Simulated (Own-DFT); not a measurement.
## Calculated data, Al3GaN4 (wurtzite random alloy, strained, atoms displaced)

All values are calculated (Own-DFT development build). A calculation, not a measurement: plane-wave PBE density functional theory by an unreviewed code, no spin, of a simulated periodic cell, stress positive in tension, free energy of the whole cell less one offset for each atom, forces on such cells passed a denser k mesh, this cell's mesh not checked; offsets are fitted by least squares, one for each functional and potential file, so energies compare only between cells with the same atoms and settings and are not formation energies; the far tail of each file's local potential was reset to the Coulomb form; each entry is a single point on an unrelaxed cell, so the pressure reflects the starting lattice, mostly measured values, from which strain is counted, and rises with the displacements; printed positions are rounded, which can move forces by about a meV/angstrom; the program is a retired in-house code; no spin-orbit coupling.

Settings shared by all entries: functional PBE; potential files PseudoDojo norm-conserving, scalar-relativistic, standard set with the stringent files for Ga; wave cutoff 96 hartree; occupations Gaussian; smearing width 0.01 eV; k mesh 4 x 4 x 3 centred on Gamma.

(1) Al3GaN4 (wurtzite random alloy, strained, atoms displaced)

```
Al3GaN4
1.0
      9.4642     0.0000     0.0000
     -4.7321     8.1962     0.0000
      0.0000     0.0000    10.0655
Ga N Al N Al N Al N Al Ga N Al N Al Ga N Al Ga N Ga Al N Ga Al N Al N Al Ga N Al N Al N Al N Al N Al N Ga Al N
2 2 2 2 2 2 2 2 1 1 2 2 2 1 1 2 1 1 2 1 1 2 1 1 2 2 2 1 1 2 2 2 2 2 2 2 2 2 2 2 1 1 2
Direct
  0.10650 0.22136 0.00187
  0.21190 0.10117 0.25229
  0.11558 0.22133 0.18852
  0.22176 0.11386 0.44267
  0.10811 0.22035 0.49453
  0.21585 0.10224 0.74213
  0.11986 0.22834 0.69225
  0.23185 0.11906 0.94511
  0.11491 0.55329 0.99998
  0.21003 0.43681 0.25829
  0.10513 0.54692 0.17996
  0.20862 0.43834 0.44193
  0.11505 0.55983 0.48784
  0.21560 0.43512 0.75530
  0.11121 0.55828 0.68888
  0.22427 0.44333 0.94065
  0.11784 0.89022 0.98867
  0.21730 0.77033 0.24284
  0.11032 0.89484 0.18588
  0.23264 0.78655 0.43495
  0.10867 0.88694 0.49084
  0.22514 0.78079 0.75244
  0.12533 0.89122 0.69720
  0.22471 0.78115 0.93950
  0.45719 0.23245 0.00553
  0.55969 0.12031 0.25119
  0.45349 0.23210 0.19367
  0.55860 0.11640 0.43985
  0.44565 0.21948 0.48897
  0.55676 0.10856 0.75012
  0.44236 0.21677 0.68284
  0.56117 0.12037 0.94532
  0.44993 0.55776 0.99854
  0.56103 0.44774 0.24917
  0.43824 0.55278 0.18850
  0.54984 0.43979 0.43840
  0.44923 0.55865 0.50090
  0.55417 0.43790 0.74959
  0.44903 0.56559 0.69774
  0.53959 0.42433 0.93687
  0.44819 0.89526 0.99477
  0.56783 0.77709 0.25690
  0.44450 0.88303 0.18841
  0.55826 0.77154 0.43877
  0.44249 0.88155 0.49881
  0.56507 0.79497 0.75242
  0.45499 0.88310 0.69267
  0.56356 0.77514 0.94388
  0.77626 0.22069 0.99914
  0.89261 0.10605 0.25410
  0.77278 0.22751 0.19127
  0.88591 0.10876 0.44146
  0.77039 0.22213 0.50740
  0.88514 0.11365 0.74471
  0.78413 0.22682 0.68672
  0.89175 0.11111 0.93881
  0.77317 0.54786 0.99678
  0.88109 0.43424 0.24980
  0.77972 0.54789 0.18932
  0.89639 0.45110 0.43709
  0.77892 0.54885 0.50228
  0.88974 0.44526 0.73933
  0.77237 0.55614 0.68712
  0.88686 0.44055 0.94656
  0.76504 0.87620 0.99844
  0.88360 0.77453 0.25115
  0.77345 0.88482 0.20072
  0.89335 0.77978 0.44818
  0.77617 0.89671 0.50667
  0.88858 0.78990 0.75364
  0.77812 0.88944 0.68818
  0.89193 0.76052 0.93807
```

* free energy of cell above offsets: -22.585 eV
* pressure: 3.3 GPa
* stress xx: -1.96 GPa
* stress yy: -3.21 GPa
* stress zz: -4.73 GPa
* stress yz: 0.22 GPa
* stress xz: -0.76 GPa
* stress xy: 0.26 GPa

Force:
```tsv
element	x (eV/Å)	y (eV/Å)	z (eV/Å)
Ga	1.602	0.119	-0.636
Ga	1.469	1.967	-0.499
N	-2.052	0.138	1.858
N	-0.061	-0.718	0.493
Al	0.139	0.254	1.425
Al	1.028	2.443	1.541
N	-1.161	-2.023	-1.139
N	0.172	-1.377	-1.212
Al	-0.666	0.008	-1.32
Al	1.236	0.823	-2.001
N	-0.112	-0.625	2.232
N	0.958	0.239	-0.379
Al	-0.46	0.432	2.021
Al	0.521	2.372	-0.697
N	0.38	-0.037	-0.376
N	-0.982	0.626	-0.322
Al	-0.898	0.812	1.215
Ga	0.328	0.774	-0.538
N	-0.477	-2.683	-0.631
N	-0.943	-1.018	0.987
Al	1.129	0.573	1.438
Al	0.956	-1.329	-0.286
N	-2.331	-0.88	-1.611
N	1.239	-0.583	-0.006
Al	-1.486	-3.144	0.701
Ga	-0.304	-2.076	-0.494
N	-1.077	-0.418	-0.384
N	0.512	-1.346	1.348
Al	-0.865	0.356	1.372
Ga	-0.914	0.773	0.01
N	-0.262	0.369	-0.108
N	0.279	-1.371	-0.443
Ga	-0.668	-1.527	0.28
Al	-1.073	0.093	0.037
N	0.747	0.242	1.803
N	1.52	0.328	-0.218
Ga	-0.565	-1.414	1.246
Al	-0.966	0.22	-0.613
N	0.09	-1.67	-0.142
N	1.672	3.962	-0.705
Al	0.14	-0.576	1.449
Al	-3.147	-1.165	-1.348
N	0.849	0.535	-0.308
N	-1.302	1.638	0.316
Al	0.684	1.103	-0.187
Ga	2.059	-3.736	1.094
N	-4.311	1.695	-1.816
N	-2.363	1.126	-0.579
Al	0.817	0.574	0.551
Al	-1.101	0.731	-0.83
N	2.913	-1.383	-0.761
N	-0.354	1.697	-0.106
Al	1.094	0.553	-2.251
Al	1.75	0.37	0.882
N	-0.141	-0.31	0.639
N	-1.909	-1.699	-0.494
Al	0.329	-0.764	0.194
Al	0.651	1.653	-0.419
N	-1.105	1.321	0.074
N	-0.641	-1.137	0.459
Al	-1.07	0.984	-0.57
Al	-0.207	1.148	1.713
N	0.759	0.096	0.73
N	0.464	0.067	-1.653
Al	3.218	2.072	1.325
Al	1.185	-0.293	0.06
N	1.51	0.791	-1.846
N	-0.526	-1.004	-1.215
Ga	1.045	-1.542	-1.64
Al	1.884	-2.026	-0.758
N	0.972	1.783	1.84
N	-1.798	2.011	0.209
```

(2) Al3GaN4 (wurtzite random alloy, strained, atoms displaced)

```
Al3GaN4
1.0
      9.4642     0.0000     0.0000
     -4.7321     8.1962     0.0000
      0.0000     0.0000    10.0655
Al N Al Ga N Ga Al N Ga Al N Al N Al N Al N Al N Al Ga N Al N Al Ga N Al Ga N Ga Al N Al N Ga Al N Al N Al Ga N Al N
2 2 1 1 2 1 1 2 1 1 2 2 2 2 2 2 2 2 2 1 1 2 2 2 1 1 2 1 1 2 1 1 2 2 2 1 1 2 2 2 1 1 2 2 2
Direct
  0.10253 0.21555 0.00182
  0.21550 0.10261 0.24390
  0.10558 0.22541 0.17854
  0.21938 0.11616 0.44083
  0.11001 0.21653 0.49691
  0.23443 0.12042 0.74697
  0.12017 0.23194 0.68974
  0.22045 0.11774 0.94143
  0.09798 0.54506 0.00485
  0.21970 0.44303 0.24763
  0.12086 0.55899 0.17909
  0.23068 0.45437 0.44054
  0.11484 0.56915 0.51326
  0.22535 0.45038 0.75374
  0.10678 0.56050 0.69011
  0.22320 0.44427 0.94416
  0.11180 0.89688 0.99693
  0.22540 0.77976 0.25723
  0.10519 0.88978 0.19074
  0.22410 0.77919 0.43542
  0.10897 0.88781 0.49622
  0.22336 0.78567 0.74684
  0.10415 0.88511 0.68890
  0.22388 0.78118 0.93664
  0.45191 0.23393 0.00197
  0.55449 0.11230 0.24695
  0.44868 0.21637 0.19069
  0.55130 0.10507 0.44493
  0.43845 0.20733 0.49723
  0.56364 0.12412 0.75270
  0.45200 0.21312 0.69320
  0.56092 0.11475 0.93740
  0.44596 0.54691 0.00170
  0.55613 0.44896 0.23943
  0.44088 0.55237 0.18822
  0.55531 0.44651 0.43382
  0.45293 0.56027 0.49580
  0.55330 0.44544 0.75404
  0.45113 0.55473 0.68741
  0.55874 0.44380 0.93694
  0.44124 0.87732 0.00167
  0.55032 0.77150 0.24434
  0.44067 0.89069 0.19044
  0.56045 0.77640 0.43919
  0.45768 0.89868 0.51102
  0.55179 0.76598 0.75387
  0.44932 0.89727 0.69215
  0.55422 0.78208 0.93812
  0.77781 0.21839 0.99487
  0.89061 0.10338 0.25412
  0.77902 0.22320 0.18723
  0.89335 0.10663 0.44101
  0.77743 0.21917 0.49251
  0.88364 0.11265 0.75495
  0.77574 0.22169 0.69011
  0.88353 0.11990 0.93952
  0.77773 0.56560 0.99272
  0.88991 0.44707 0.25257
  0.77287 0.55888 0.19106
  0.89308 0.44910 0.44089
  0.76904 0.55676 0.49300
  0.90144 0.46091 0.75265
  0.77101 0.55651 0.69412
  0.88324 0.43937 0.95311
  0.77669 0.88659 0.00295
  0.88100 0.78370 0.24880
  0.76343 0.88551 0.19102
  0.89149 0.78442 0.44373
  0.77621 0.88585 0.49198
  0.88780 0.76866 0.75536
  0.77340 0.88684 0.69819
  0.88342 0.77543 0.94141
```

* free energy of cell above offsets: -22.374 eV
* pressure: 3.51 GPa
* stress xx: -3.21 GPa
* stress yy: -1.34 GPa
* stress zz: -5.99 GPa
* stress yz: -0.05 GPa
* stress xz: 0.22 GPa
* stress xy: -0.21 GPa

Force:
```tsv
element	x (eV/Å)	y (eV/Å)	z (eV/Å)
Al	-0.146	1.263	-2.078
Al	0.199	1.923	0.453
N	0.895	-1.084	2.997
N	1.338	-1.411	-1.007
Al	-0.477	2.266	1.192
Ga	-1.37	-1.041	0.33
N	-1.252	-0.385	-0.218
N	0.767	-0.184	0.747
Ga	1.417	1.706	-2.411
Al	-0.19	0.279	0.486
N	-1.061	0.319	4.973
N	-0.198	-1.191	-0.413
Ga	0.763	-1.453	-3.423
Al	0.157	-0.412	-0.404
N	1.717	0.647	2.984
N	0.677	-0.526	-0.897
Al	1.005	-0.862	0.075
Al	-0.322	-0.587	-2.29
N	0.911	-0.366	-0.592
N	0.011	1.703	1.745
Al	0.211	0.387	0.54
Al	0.65	0.289	0.729
N	0.431	0.048	-0.284
N	-0.812	0.192	0.106
Al	0.547	-2.486	-0.329
Al	1.487	-0.54	0.329
N	-2.045	0.274	-0.532
N	0.739	0.923	-1.503
Al	-0.407	2.081	0.39
Al	1.695	-2.115	0.501
N	-1.799	2.627	-1.64
N	-1.984	-0.952	0.673
Al	-1.561	1.138	-0.648
Ga	0.015	-1.427	1.646
N	-0.792	-0.561	-0.957
N	0.077	-1.087	1.074
Al	-0.762	-0.865	0.27
Al	0.721	-0.82	-1.513
N	-1.201	-1.489	-0.128
N	-1.466	0.041	0.451
Al	-1.375	1.761	-0.496
Ga	-1.77	0.226	1.223
N	-0.067	0.065	-0.201
N	-0.862	0.634	0.493
Al	-0.283	-1.89	-1.291
Ga	-0.403	2.017	-0.871
N	-0.608	-0.625	0.373
N	1.37	-1.575	2.353
Ga	-2.184	0.631	1.674
Al	-1.403	1.399	-1.082
N	0.172	-0.252	2.326
N	-0.883	0.234	-0.428
Al	0.136	0.774	1.201
Al	0.741	-0.313	-1.377
N	0.848	1.399	-0.561
N	3.831	-2.774	-0.249
Ga	1.26	-2.169	1.85
Al	0.333	-0.027	-0.944
N	1.917	0.212	-0.394
N	-1.132	-0.564	-0.172
Al	1.236	-0.06	0.901
Al	-1.946	-2.555	0.335
N	1.031	-0.486	-0.544
N	-0.919	1.334	-3.044
Al	-1.145	0.829	-1.196
Ga	1.108	-0.931	0.445
N	1.685	1.739	-1.143
N	-0.003	-1.015	-0.239
Al	0.024	0.39	2.41
Al	-1.369	1.837	-1.359
N	1.531	0.609	-1.182
N	0.544	2.888	-0.238
```

(3) Al3GaN4 (wurtzite random alloy, strained, atoms displaced)

```
Al3GaN4
1.0
      9.4642     0.0000     0.0000
     -4.7321     8.1962     0.0000
      0.0000     0.0000    10.0655
Ga Al N Al Ga N Al Ga N Al N Al N Al N Al Ga N Al N Al N Al Ga N Al Ga N Al N Ga Al N Al N Al N Ga Al N Al N Ga Al N
1 1 2 1 1 2 1 1 2 2 2 2 2 2 2 1 1 2 2 2 2 2 1 1 2 1 1 2 2 2 1 1 2 2 2 2 2 1 1 2 2 2 1 1 2
Direct
  0.10653 0.22075 0.99757
  0.22539 0.11870 0.24775
  0.12121 0.22791 0.18339
  0.21797 0.11176 0.44649
  0.09784 0.21899 0.49473
  0.22577 0.11396 0.75110
  0.10920 0.22182 0.68536
  0.21259 0.10956 0.94199
  0.10770 0.55610 0.00895
  0.23255 0.44511 0.25360
  0.11121 0.54744 0.19720
  0.22918 0.45210 0.44380
  0.10755 0.55337 0.50204
  0.21762 0.43527 0.75338
  0.11525 0.55188 0.69202
  0.22319 0.44436 0.93669
  0.11708 0.89781 0.99261
  0.22445 0.77784 0.25385
  0.12033 0.90084 0.18665
  0.21808 0.77442 0.44042
  0.11147 0.89116 0.49858
  0.21956 0.77105 0.75187
  0.11458 0.88424 0.68767
  0.22314 0.77594 0.93822
  0.44603 0.22502 0.00679
  0.55172 0.11094 0.24980
  0.45584 0.23153 0.18881
  0.56192 0.10883 0.43416
  0.43894 0.22894 0.49744
  0.55849 0.11143 0.75365
  0.44382 0.21778 0.69183
  0.54539 0.10082 0.94307
  0.44380 0.54589 0.00153
  0.55274 0.44356 0.24249
  0.45155 0.56111 0.18470
  0.56419 0.44144 0.44585
  0.43921 0.55551 0.50040
  0.55795 0.45086 0.75672
  0.44145 0.55489 0.68200
  0.55873 0.44791 0.94277
  0.44578 0.89355 0.00578
  0.56069 0.78674 0.24390
  0.44454 0.88291 0.18555
  0.55150 0.78145 0.44474
  0.44551 0.88820 0.49181
  0.55367 0.77693 0.75212
  0.44120 0.88618 0.69706
  0.56254 0.78058 0.93932
  0.76505 0.22049 0.00501
  0.88872 0.10123 0.24231
  0.77148 0.21966 0.18810
  0.88339 0.11078 0.43447
  0.79072 0.22541 0.49236
  0.89407 0.11705 0.75374
  0.77776 0.22881 0.69316
  0.88988 0.10405 0.93892
  0.77735 0.55505 0.99937
  0.88101 0.43584 0.23938
  0.77466 0.55448 0.18387
  0.88345 0.44139 0.43537
  0.78068 0.55709 0.49541
  0.88640 0.45619 0.74195
  0.78144 0.55792 0.69236
  0.89287 0.43279 0.94223
  0.77714 0.88748 0.00679
  0.88685 0.77446 0.25289
  0.76991 0.88957 0.19264
  0.88071 0.77627 0.43669
  0.78284 0.88387 0.50299
  0.88854 0.77039 0.75908
  0.78037 0.89034 0.69149
  0.89531 0.77749 0.94169
```

* free energy of cell above offsets: -23.550 eV
* pressure: 2.97 GPa
* stress xx: -1.14 GPa
* stress yy: -1.9 GPa
* stress zz: -5.88 GPa
* stress yz: 0.03 GPa
* stress xz: -0.14 GPa
* stress xy: 0.16 GPa

Force:
```tsv
element	x (eV/Å)	y (eV/Å)	z (eV/Å)
Ga	-0.236	0.876	-0.405
Al	0.557	-0.598	0.471
N	-0.898	-1.349	2.04
N	-0.214	0.381	-1.594
Al	1.441	0.785	0.751
Ga	-0.382	-0.754	-0.628
N	-0.534	0.05	0.001
N	2.499	0.814	0.134
Al	1.055	-0.1	-1.163
Ga	-0.785	0.329	-0.205
N	-1.272	1.164	-0.683
N	-1.136	-1.635	0.102
Al	0.204	0.254	-0.337
Al	0.165	1.058	-1.055
N	-1.245	-0.03	-0.481
N	0.15	0.767	0.903
Al	0.448	-1.655	0.945
Al	-0.47	-0.347	-0.836
N	-0.311	-1.17	0.62
N	-0.061	0.424	-0.055
Al	0.157	-0.5	0.4
Al	0.651	0.574	-0.473
N	-1.017	-0.635	0.321
N	-0.447	0.104	1.185
Al	-0.378	-0.732	-1.888
Ga	0.661	-0.676	0.134
N	-2.106	-0.669	0.135
N	-1.117	0.394	1.891
Al	1.744	-1.279	1.083
Al	-0.364	-0.615	-0.881
N	0.784	0.864	-0.498
N	-0.981	1.56	-0.243
Al	-1.377	1.826	-1.046
Al	0.792	1.242	1.646
N	0.547	-0.854	0.523
N	-2.982	0.348	-2.063
Al	1.668	0.728	-0.248
Ga	-0.421	-0.911	-1.963
N	-0.188	0.147	1.942
N	0.39	-0.972	1.175
Al	0.251	-2.11	-1.973
Ga	-0.919	-1.871	2.103
N	-2.114	0.61	0.71
N	1.076	-1.326	-0.865
Al	-0.846	0.718	1.987
Al	0.075	0.264	-0.606
N	0.313	0.401	-1.07
N	-0.514	-0.797	0.906
Ga	1.529	-0.886	-1.668
Al	-0.582	2.278	0.626
N	1.698	-0.358	1.286
N	1.546	-0.09	-0.887
Al	-2.828	-0.382	1.394
Al	-0.792	-0.702	-0.698
N	0.71	-0.232	-0.74
N	-1.361	-0.438	0.548
Al	1.177	0.167	-0.447
Al	0.498	1.074	1.182
N	0.331	0.299	0.966
N	1.741	0.183	-0.418
Ga	0.128	-0.293	0.88
Al	2.877	-2.303	1.525
N	-0.922	0.995	-0.082
N	-1.684	2.521	-0.647
Al	0.268	-0.163	-1.747
Al	0.327	0.469	-1.454
N	3.529	0.234	-0.913
N	2.759	0.277	-0.713
Ga	-2.571	0.901	0.558
Al	-0.272	1.849	-1.572
N	0.318	-0.225	1.266
N	-0.733	-0.274	0.904
```

(4) Al3GaN4 (wurtzite random alloy, strained, atoms displaced)

```
Al3GaN4
1.0
      9.4642     0.0000     0.0000
     -4.7321     8.1962     0.0000
      0.0000     0.0000    10.0655
Ga Al N Al N Ga Al N Al N Al N Al N Al Ga N Ga N Ga Al N Al N Al N Al N Al N Al N Al N Al N Ga N Al Ga N
1 1 2 2 2 1 1 2 2 2 2 2 2 2 1 1 2 2 2 1 1 2 2 2 2 2 2 2 2 2 2 2 2 2 2 2 2 2 1 1 2
Direct
  0.10521 0.22270 0.00435
  0.22527 0.11603 0.24919
  0.10997 0.22713 0.18643
  0.21536 0.10229 0.44189
  0.10663 0.21887 0.49736
  0.22396 0.10909 0.74247
  0.10689 0.22369 0.68751
  0.23155 0.11998 0.93791
  0.11962 0.55686 0.01562
  0.22141 0.44906 0.24877
  0.11481 0.56708 0.19581
  0.22532 0.43894 0.43923
  0.11874 0.55808 0.50373
  0.22101 0.43462 0.75794
  0.10739 0.55158 0.69376
  0.22875 0.44717 0.94449
  0.10671 0.89079 0.00488
  0.21642 0.77568 0.24979
  0.10868 0.89638 0.19138
  0.21857 0.77825 0.44421
  0.11016 0.88973 0.49994
  0.22178 0.78266 0.75861
  0.10910 0.89473 0.69418
  0.22102 0.77986 0.93267
  0.44898 0.22654 0.00657
  0.56291 0.11364 0.25177
  0.44843 0.22408 0.18085
  0.55780 0.11636 0.44393
  0.44610 0.23444 0.48919
  0.55756 0.10635 0.74634
  0.43256 0.21301 0.68393
  0.55061 0.10307 0.94356
  0.43598 0.54580 0.00534
  0.55303 0.44457 0.25079
  0.45349 0.56503 0.19355
  0.55836 0.43934 0.43668
  0.44485 0.54943 0.50295
  0.54780 0.43900 0.74746
  0.45077 0.55423 0.69499
  0.55848 0.44257 0.93786
  0.44474 0.88592 0.00221
  0.55318 0.78671 0.24726
  0.44941 0.90215 0.18955
  0.54986 0.77296 0.44168
  0.44254 0.88675 0.50314
  0.55670 0.78991 0.74650
  0.43787 0.88886 0.69391
  0.55516 0.77338 0.94754
  0.77340 0.22066 0.00363
  0.88150 0.11629 0.24815
  0.77112 0.21592 0.18873
  0.89208 0.11762 0.43789
  0.77746 0.21653 0.49501
  0.88113 0.10743 0.74695
  0.77283 0.22080 0.69039
  0.89195 0.11808 0.92794
  0.76966 0.55542 0.99199
  0.89770 0.45179 0.24372
  0.78066 0.56322 0.19052
  0.87841 0.44118 0.44484
  0.77470 0.55583 0.49701
  0.88367 0.43628 0.75816
  0.78114 0.55496 0.69296
  0.89296 0.44587 0.93903
  0.77307 0.88563 0.99825
  0.89037 0.78440 0.24454
  0.78219 0.88757 0.18957
  0.88426 0.77017 0.44129
  0.77363 0.88769 0.50998
  0.88554 0.76871 0.74598
  0.77670 0.89022 0.69060
  0.88933 0.78889 0.93554
```

- free energy of cell above offsets: -23.157 eV
- pressure: 3.02 GPa
- stress xx: -0.9 GPa
- stress yy: -2.19 GPa
- stress zz: -5.97 GPa
- stress yz: -0.37 GPa
- stress xz: -0.22 GPa
- stress xy: -0.95 GPa

Force:
```tsv
element	x (eV/Å)	y (eV/Å)	z (eV/Å)
Ga	1.087	-0.763	-2.116
Al	-0.234	-0.1	-0.098
N	-0.292	0.184	2.634
N	-0.62	1.223	-1.372
Al	0.526	0.314	0.577
Al	-1.52	0.525	1.444
N	0.399	-0.705	-0.011
N	-0.219	-0.92	0.274
Ga	-1.077	0.442	-3.995
Al	1.227	-0.239	0.785
N	0.794	-1.425	1.306
N	-0.52	0.621	-0.241
Al	-1.208	-0.904	0.453
Al	-0.739	1.263	-1.268
N	0.705	0.351	0.235
N	-1.713	-0.707	-0.627
Al	0.5	0.838	-1.69
Al	0.111	2.828	1.129
N	2.084	0.028	-0.338
N	0.736	-0.121	-0.78
Al	-0.366	-1.012	0.696
Al	-0.669	-1.155	-2.701
N	1.219	-0.909	-1.198
N	0.157	0.284	3.861
Al	-0.108	-0.921	-3.181
Ga	-2.059	0.412	0.851
N	-1.083	0.651	3.331
N	0.54	-1.537	-0.042
Ga	0.255	-3.56	1.999
Ga	-1.737	1.092	0.948
N	1.071	1.758	0.358
N	0.291	1.017	0.323
Ga	2.256	1.34	-0.413
Al	0.958	0.57	-0.844
N	-1.227	-0.841	1.048
N	-1.134	3.321	-0.604
Al	-0.269	0.416	-0.114
Al	1.452	-0.454	0.341
N	-1.511	0.661	-0.691
N	-0.461	-0.6	-0.171
Al	-0.521	0.259	-0.721
Al	1.289	-0.409	0.523
N	-0.583	-3.065	-0.05
N	0.197	0.541	0.154
Al	-0.565	0.453	-0.388
Al	0.56	-2.046	1.158
N	0.532	-1.327	-1.027
N	-1.797	0.258	-1.645
Al	0.228	-0.114	-1.736
Al	2.065	-1.228	0.251
N	1.82	2.561	-0.534
N	-0.237	-1.488	-0.114
Al	-0.857	1.609	1.105
Al	0.92	1.048	-0.458
N	1.381	0.197	-0.888
N	-1.342	-0.305	1.853
Al	1.584	1.051	0.876
Al	-2.341	-0.782	1.642
N	0.249	-1.949	-1.089
N	1.958	0.173	-1.438
Al	1.014	-0.404	0.777
Al	0.618	0.897	-1.878
N	-0.892	-2.321	-0.793
N	-0.863	-0.43	1.961
Ga	0.204	1.362	0.008
Ga	0.217	-0.989	1.653
N	-2.966	2.02	0.502
N	-0.491	1.548	0.811
Al	0.564	-0.181	-2.407
Ga	-0.126	1.518	0.484
N	-0.969	0.093	0.204
N	1.549	-1.817	1.107
```
